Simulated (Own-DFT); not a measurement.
# Which defects push the lattice out? 2H SiC

Calculated, not measured: single-point runs of Own-DFT, a retired in-house plane-wave DFT program that no person has reviewed, on unrelaxed cells, without spin or spin-orbit coupling.

Method: PBE; PseudoDojo norm-conserving scalar-relativistic files; cutoff 42 hartree; 4 x 4 x 3 k mesh centred on Gamma; Fermi-Dirac smearing of 0.1 eV.

Limits (not all hold for every row): some atoms lie very close together; not probed for a lower state with spin; forces on such cells moved up to 12 meV/angstrom on a denser k mesh; forces on such cells passed a denser k mesh, each cell not checked; stress not checked against mesh or cutoff.

All runs share one cell, with vectors in Å (9.248, 0.000, 0.000); (-4.624, 8.009, 0.000); (0.000, 0.000, 10.068) and a volume of 745.7 Å³. Atoms were moved at random from their sites; u is the rms move along one axis. The defect's site can differ from row to row.

```
                    cell     formula   u (Å)  P (GPa)
               no defect     C36Si36  0.0306     3.84
               no defect     C36Si36  0.0571     5.80
               no defect     C36Si36  0.0633     6.91
      one C on a Si site     C37Si35  0.0299     2.14
      one C on a Si site     C37Si35  0.0486     2.76
      one C on a Si site     C37Si35  0.0514     3.55
      one Si on a C site     C35Si37  0.0319    10.52
      one Si on a C site     C35Si37  0.0504    12.78
      one Si on a C site     C35Si37  0.0545    11.57
two Al on a Si site each  Al2C36Si34  0.0295        ?
two Al on a Si site each  Al2C36Si34  0.0298     5.78
two Al on a Si site each  Al2C36Si34  0.0467     6.81
two Al on a Si site each  Al2C36Si34  0.0476     6.63
           one C vacancy     C35Si36  0.0281     3.70
           one C vacancy     C35Si36  0.0295     3.66
           one C vacancy     C35Si36  0.0300     4.01
```

## Analysis

P = P0 + c u² + a shift for each defect gives P0 = 3.20 GPa, c = 846 ± 138 GPa/Å² and a scatter of 0.44 GPa. The shifts, and each times the cell's volume:

- one Si on a C site: 6.58 ± 0.37 GPa, 30.6 eV
- two Al on a Si site each: 1.70 ± 0.38 GPa, 7.9 eV (4.0 eV for each of its 2 sites)
- one C vacancy: -0.14 ± 0.45 GPa, -0.6 eV (not resolved)
- one C on a Si site: -2.05 ± 0.38 GPa, -9.6 eV

A positive shift means that the defect pushes the cell outwards. Shift times volume (160.2 GPa Å³ is 1 eV) depends little on the cell's size, so, taken for each site, it can be compared between cells at like pressure. The atoms around the defects weren't relaxed, which would change these numbers.

## Test on the hidden row

The question: what pressure belongs in the blank (two Al on a Si site each, u = 0.0295 Å)?

Estimate: 5.64 ± 0.53 GPa. The hidden result is 5.86 GPa.
